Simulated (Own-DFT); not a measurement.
# Point defects and the pressure they add: 4H SiC

Source: density functional calculations with Own-DFT, an unreviewed in-house program that is no longer used. Nothing was measured or relaxed, and spin and spin-orbit coupling are left out.

Settings: PBE; PseudoDojo norm-conserving scalar-relativistic files; cutoff 42 hartree; 4 x 4 x 3 k mesh centred on Gamma; Fermi-Dirac smearing of 0.1 eV.

Limits (not all hold for every row): a neutral cation vacancy leaves holes that likely carry spin, which these runs leave out; some atoms lie very close together; not probed for a lower state with spin; forces on such cells failed a check on a denser k mesh; forces on such cells passed a denser k mesh, each cell not checked; stress not checked against mesh or cutoff.

All runs share one cell, with vectors in Å (9.248, 0.000, 0.000); (-4.624, 8.009, 0.000); (0.000, 0.000, 10.068) and a volume of 745.7 Å³. The atoms are randomly displaced, by u rms on each axis. The defect's site can differ from row to row.

```
cell,formula,u (Å),P (GPa)
no defect,C36Si36,0.0297,3.79
no defect,C36Si36,0.0625,6.06
no defect,C36Si36,0.0658,6.55
one Si vacancy,C36Si35,0.0283,3.02
one Si vacancy,C36Si35,0.0313,3.15
one Si vacancy,C36Si35,0.0321,3.26
one C vacancy,C35Si36,0.0301,?
one C vacancy,C35Si36,0.0308,3.72
one C vacancy,C35Si36,0.0475,4.62
one C vacancy,C35Si36,0.0507,5.03
one C on a Si site and one Si on a C site,C36Si36,0.0320,7.52
one C on a Si site and one Si on a C site,C36Si36,0.0478,9.09
one C on a Si site and one Si on a C site,C36Si36,0.0493,9.18
two Al on a Si site each,Al2C36Si34,0.0277,5.83
two Al on a Si site each,Al2C36Si34,0.0312,5.77
two Al on a Si site each,Al2C36Si34,0.0442,6.66
```

## Worked fit

P = P0 + c u² + a shift for each defect gives P0 = 2.95 GPa, c = 829 ± 51 GPa/Å² and a scatter of 0.17 GPa. The shifts, and each times the cell's volume:

- one C on a Si site and one Si on a C site: 4.06 ± 0.15 GPa, 18.9 eV
- two Al on a Si site each: 2.11 ± 0.16 GPa, 9.8 eV (4.9 eV for each of its 2 sites)
- one C vacancy: -0.10 ± 0.15 GPa, -0.4 eV (not resolved)
- one Si vacancy: -0.59 ± 0.17 GPa, -2.7 eV

Positive is outwards. The product with the volume (160.2 GPa Å³ to the eV) is nearly free of the cell's size; divided by the bulk modulus at the cell's pressure it gives the volume that the defect adds. The atoms around the defects weren't relaxed, which would change these numbers.

## The run left out

Question: what pressure belongs in the blank (one C vacancy, u = 0.0301 Å)?

The fit gives 3.61 ± 0.20 GPa. Computed: 3.59 GPa.
